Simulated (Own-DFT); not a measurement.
# Which defects push the lattice out? C40 NbSi2

Source: density functional calculations with Own-DFT, an unreviewed in-house program that is no longer used. Nothing was measured or relaxed, and spin and spin-orbit coupling are left out.

All runs used: PBE; PseudoDojo norm-conserving scalar-relativistic files; cutoff 42 hartree; 4 x 4 x 5 k mesh centred on Gamma; cold (Marzari-Vanderbilt) smearing of 0.2 eV.

Known weak points: forces on such cells failed a check on a denser k mesh; stress not checked against mesh or cutoff.

All runs share one cell, with vectors in Å (0.000, 8.324, 0.000); (-9.613, 0.000, 0.000); (0.000, 0.000, 6.586) and a volume of 527.0 Å³. Atoms were moved at random from their sites; u is the rms move along one axis. The defect's site can differ from row to row.

| cell | formula | u (Å) | P (GPa) |
|---|---|---|---|
| no defect | Nb12Si24 | 0.0187 | 1.45 |
| no defect | Nb12Si24 | 0.0205 | 1.49 |
| no defect | Nb12Si24 | 0.0521 | 2.67 |
| two Si on a Nb site each | Nb10Si26 | 0.0296 | 1.81 |
| two Si on a Nb site each | Nb10Si26 | 0.0304 | 1.69 |
| two Si on a Nb site each | Nb10Si26 | 0.0470 | ? |
| two Si on a Nb site each | Nb10Si26 | 0.0534 | 2.74 |
| two Nb on a Si site each | Nb14Si22 | 0.0277 | 7.45 |
| two Nb on a Si site each | Nb14Si22 | 0.0301 | 7.39 |
| two Nb on a Si site each | Nb14Si22 | 0.0476 | 8.82 |
| one Si vacancy | Nb12Si23 | 0.0324 | 1.08 |
| one Si vacancy | Nb12Si23 | 0.0505 | 1.46 |
| one Si vacancy | Nb12Si23 | 0.0536 | 2.28 |
| two Nb vacancies | Nb10Si24 | 0.0284 | 0.06 |
| two Nb vacancies | Nb10Si24 | 0.0310 | 0.13 |
| two Nb vacancies | Nb10Si24 | 0.0483 | 0.22 |

## Fit

P = P0 + c u² + a shift for each defect gives P0 = 1.27 GPa, c = 519 ± 90 GPa/Å² and a scatter of 0.30 GPa. The shifts, and each times the cell's volume:

- two Nb on a Si site each: 5.94 ± 0.24 GPa, 19.5 eV (9.8 eV for each of its 2 sites)
- two Si on a Nb site each: 0.01 ± 0.24 GPa, 0.0 eV (0.0 eV for each of its 2 sites) (not resolved)
- one Si vacancy: -0.78 ± 0.26 GPa, -2.6 eV
- two Nb vacancies: -1.84 ± 0.24 GPa, -6.1 eV (-3.0 eV for each of its 2 sites)

Against the defect-free cell, a freed cell would be larger where the shift is positive and smaller where it is negative (160.2 GPa Å³ is 1 eV). The atoms around the defects weren't relaxed, which would change these numbers.

## Withheld run

Asked: what pressure belongs in the blank (two Si on a Nb site each, u = 0.0470 Å)?

From the fit: 2.42 ± 0.35 GPa. Computed: 2.30 GPa.
